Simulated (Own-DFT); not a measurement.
## Calculated data, Si3N4 (beta silicon nitride, atoms displaced)

Computed with Own-DFT development build. A calculation, not a measurement: plane-wave PBE density functional theory by an unreviewed code, no spin, of a simulated periodic cell, stress positive in tension, free energy of the whole cell less one offset for each atom, forces on such cells passed a denser k mesh, this cell's mesh not checked; offsets are fitted by least squares, one for each functional and potential file, so energies compare only between cells with the same atoms and settings and are not formation energies; the far tail of each file's local potential was reset to the Coulomb form; each entry is a single point on an unrelaxed cell, so the pressure reflects the starting lattice, mostly measured values (interpolated for alloys), from which strain is counted, and rises with the displacements; printed positions are rounded, which can move forces by about a meV/angstrom; the program, named Own-DFT, is a retired in-house code; no spin-orbit coupling.

### Si3N4 (beta silicon nitride, atoms displaced)

```
cell vectors (Å)
   7.6060     0.0000     0.0000
  -3.8030     6.5870     0.0000
   0.0000     0.0000     8.7270
atoms (fractions of the cell vectors)
Si  0.16934  0.76800  0.08604
Si  0.23055  0.40178  0.08546
Si  0.59890  0.82857  0.08201
Si  0.82322  0.22862  0.24770
Si  0.76829  0.59233  0.25124
Si  0.40612  0.16823  0.25253
N   0.33013  0.02765  0.08363
N   0.96308  0.29924  0.08439
N   0.69784  0.67166  0.08352
N   0.66699  0.96809  0.25120
N   0.03273  0.69920  0.25075
N   0.30049  0.33648  0.24721
N   0.33792  0.67085  0.08387
N   0.66394  0.33174  0.24975
Si  0.17823  0.77651  0.41878
Si  0.22846  0.40568  0.41695
Si  0.59996  0.82695  0.41937
Si  0.82172  0.22517  0.58530
Si  0.77136  0.59813  0.58389
Si  0.40816  0.17462  0.58053
N   0.33745  0.03196  0.41231
N   0.96837  0.30688  0.41574
N   0.70545  0.67157  0.41366
N   0.66670  0.97255  0.58477
N   0.03016  0.69598  0.58295
N   0.29973  0.33399  0.58194
N   0.33269  0.66941  0.41500
N   0.66532  0.32909  0.57918
Si  0.17183  0.76844  0.74776
Si  0.23357  0.40706  0.75187
Si  0.59488  0.82447  0.74713
Si  0.82428  0.22957  0.91393
Si  0.77295  0.60336  0.91620
Si  0.40139  0.16754  0.91752
N   0.33906  0.03577  0.75038
N   0.96472  0.30367  0.75399
N   0.69925  0.66476  0.75272
N   0.66355  0.96986  0.91790
N   0.03482  0.69715  0.91804
N   0.29555  0.32815  0.91352
N   0.33772  0.67396  0.75019
N   0.66666  0.32973  0.91430
```

Settings of this run: functional PBE, potential files PseudoDojo norm-conserving, scalar-relativistic, standard set, wave cutoff 42 hartree, occupations Fermi-Dirac, smearing width 0.1 eV and k mesh 3 x 3 x 3 centred on Gamma.

Results for Si3N4 (beta silicon nitride, atoms displaced): free energy of cell above offsets -6.922 eV; pressure 5.7 GPa; stress xx -4.41 GPa; stress yy -4.46 GPa; stress zz -8.23 GPa; stress yz 1.29 GPa; stress xz -0.25 GPa; stress xy -0.57 GPa.

Force:
| element | x (eV/Å) | y (eV/Å) | z (eV/Å) |
| --- | --- | --- | --- |
| Si | 2.32 | -0.348 | -0.452 |
| Si | -1.382 | 1.639 | -1.381 |
| Si | -1.511 | -0.413 | 0.579 |
| Si | -0.367 | 0.379 | 0.825 |
| Si | 0.357 | -0.264 | -1.156 |
| Si | -0.817 | 2.105 | -2.183 |
| N | -0.464 | 0.205 | 0.433 |
| N | 1.411 | 0.312 | -0.716 |
| N | 1.416 | -0.418 | 0.059 |
| N | 0.389 | 0.317 | 0.178 |
| N | -1.084 | -0.053 | 0.747 |
| N | 1.652 | -1.642 | 1.684 |
| N | -0.747 | -1.008 | -0.073 |
| N | 0.159 | 0.164 | -0.01 |
| Si | 0.55 | -1.791 | -0.863 |
| Si | -0.318 | 0.886 | -0.663 |
| Si | -1.405 | -0.562 | -1.096 |
| Si | 0.24 | 2.315 | -0.496 |
| Si | 0.137 | -1.845 | -0.412 |
| Si | -0.409 | 0.702 | 0.705 |
| N | -0.646 | -0.415 | 1.955 |
| N | 0.024 | -0.838 | 0.471 |
| N | -0.453 | 0.443 | 1.495 |
| N | 0.662 | -1.395 | -0.275 |
| N | -0.288 | 0.705 | -0.019 |
| N | 0.673 | -0.779 | 0.242 |
| N | 0.807 | 0.174 | 0.492 |
| N | -0.15 | 1.4 | 0.138 |
| Si | 1.232 | 0.642 | 0.952 |
| Si | -1.195 | 0.658 | -0.703 |
| Si | -0.391 | 0.33 | 1.558 |
| Si | -0.862 | 0.144 | 1.539 |
| Si | 0.965 | -2.566 | 1.292 |
| Si | 0.704 | 1.878 | 0.112 |
| N | -0.83 | -1.722 | -1.165 |
| N | 1.768 | 0.326 | -1.719 |
| N | -0.857 | 1.175 | -1.45 |
| N | 0.797 | -0.172 | -1.146 |
| N | -1.246 | 0.161 | -0.664 |
| N | 0.692 | -0.639 | 1.204 |
| N | -0.282 | -1.503 | -0.276 |
| N | -1.25 | 1.313 | 0.254 |
